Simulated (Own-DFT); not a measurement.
# One host, several defects: L1_0 TiAl

Source: density functional calculations with Own-DFT, an unreviewed in-house program that is no longer used. Nothing was measured or relaxed, and spin and spin-orbit coupling are left out.

Settings: PBE; PseudoDojo norm-conserving scalar-relativistic files; cutoff 42 hartree; 4 x 4 x 4 k mesh centred on Gamma; cold (Marzari-Vanderbilt) smearing of 0.2 eV.

Caveats: forces on such cells failed a check on a denser k mesh; stress not checked against mesh or cutoff.

All runs share one cell, with vectors in Å (5.622, 5.622, 0.000); (-5.622, 5.622, 0.000); (0.000, 0.000, 8.133) and a volume of 514.0 Å³. u is the rms random offset of the atoms per axis. The defect's site can differ from row to row.

| cell | formula | u (Å) | P (GPa) |
|---|---|---|---|
| no defect | Al16Ti16 | 0.0197 | 1.16 |
| no defect | Al16Ti16 | 0.0499 | 1.84 |
| no defect | Al16Ti16 | 0.0555 | 1.88 |
| one Ti vacancy | Al16Ti15 | 0.0246 | 0.41 |
| one Ti vacancy | Al16Ti15 | 0.0292 | 0.52 |
| one Ti vacancy | Al16Ti15 | 0.0317 | 0.50 |
| two Al vacancies | Al14Ti16 | 0.0270 | -0.68 |
| two Al vacancies | Al14Ti16 | 0.0309 | -0.53 |
| two Al vacancies | Al14Ti16 | 0.0510 | ? |
| two Al vacancies | Al14Ti16 | 0.0536 | -0.05 |

## Worked fit

P = P0 + c u² + a shift for each defect gives P0 = 1.08 GPa, c = 278 ± 21 GPa/Å² and a scatter of 0.05 GPa. The shifts, and each times the cell's volume:

- one Ti vacancy: -0.82 ± 0.05 GPa, -2.6 eV
- two Al vacancies: -1.92 ± 0.05 GPa, -6.1 eV (-3.1 eV for each of its 2 sites)

Against the defect-free cell, a freed cell would be larger where the shift is positive and smaller where it is negative (160.2 GPa Å³ is 1 eV). The atoms around the defects weren't relaxed, which would change these numbers.

## Check

The question: what pressure belongs in the blank (two Al vacancies, u = 0.0510 Å)?

From the fit: -0.12 ± 0.07 GPa. The calculation gave -0.29 GPa.
